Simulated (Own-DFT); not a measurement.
# Point defects and the pressure they add: D0_22 TiAl3

No measurement is shown. These are fixed-geometry runs of a retired plane-wave code named Own-DFT, which no person has reviewed; spin and spin-orbit coupling are neglected.

Common settings: PBE; PseudoDojo norm-conserving scalar-relativistic files; cutoff 42 hartree; 4 x 4 x 4 k mesh centred on Gamma; cold (Marzari-Vanderbilt) smearing of 0.2 eV.

Limits: forces on such cells failed a check on a denser k mesh; stress not checked against mesh or cutoff.

All runs share one cell, with vectors in Å (-2.365, -6.981, 4.326); (-7.667, 3.491, 1.442); (-2.950, -3.488, -7.241) and a volume of 625.4 Å³. The atoms are randomly displaced, by u rms on each axis. The defect's site can differ from row to row.

```
cell,formula,u (Å),P (GPa)
no defect,Al30Ti10,0.0193,1.99
no defect,Al30Ti10,0.0449,2.42
no defect,Al30Ti10,0.0486,2.62
one Ti vacancy,Al30Ti9,0.0291,1.79
one Ti vacancy,Al30Ti9,0.0313,1.86
one Ti vacancy,Al30Ti9,0.0579,2.55
two Al on a Ti site each,Al32Ti8,0.0260,2.81
two Al on a Ti site each,Al32Ti8,0.0303,2.89
two Al on a Ti site each,Al32Ti8,0.0503,3.47
two Ti on an Al site each,Al28Ti12,0.0264,3.05
two Ti on an Al site each,Al28Ti12,0.0312,3.37
two Ti on an Al site each,Al28Ti12,0.0466,3.73
two Al vacancies,Al28Ti10,0.0309,1.17
two Al vacancies,Al28Ti10,0.0309,1.27
two Al vacancies,Al28Ti10,0.0466,1.74
two Al vacancies,Al28Ti10,0.0524,?
```

## Fit

P = P0 + c u² + a shift for each defect gives P0 = 1.81 GPa, c = 334 ± 25 GPa/Å² and a scatter of 0.08 GPa. The shifts, and each times the cell's volume:

- two Ti on an Al site each: 1.15 ± 0.07 GPa, 4.5 eV (2.2 eV for each of its 2 sites)
- two Al on a Ti site each: 0.79 ± 0.06 GPa, 3.1 eV (1.5 eV for each of its 2 sites)
- one Ti vacancy: -0.32 ± 0.06 GPa, -1.3 eV
- two Al vacancies: -0.88 ± 0.06 GPa, -3.4 eV (-1.7 eV for each of its 2 sites)

Against the defect-free cell, a freed cell would be larger where the shift is positive and smaller where it is negative (160.2 GPa Å³ is 1 eV). The atoms around the defects weren't relaxed, which would change these numbers.

## Prediction

Q: what pressure belongs in the blank (two Al vacancies, u = 0.0524 Å)?

Estimate: 1.85 ± 0.10 GPa. DFT gave 1.65 GPa.
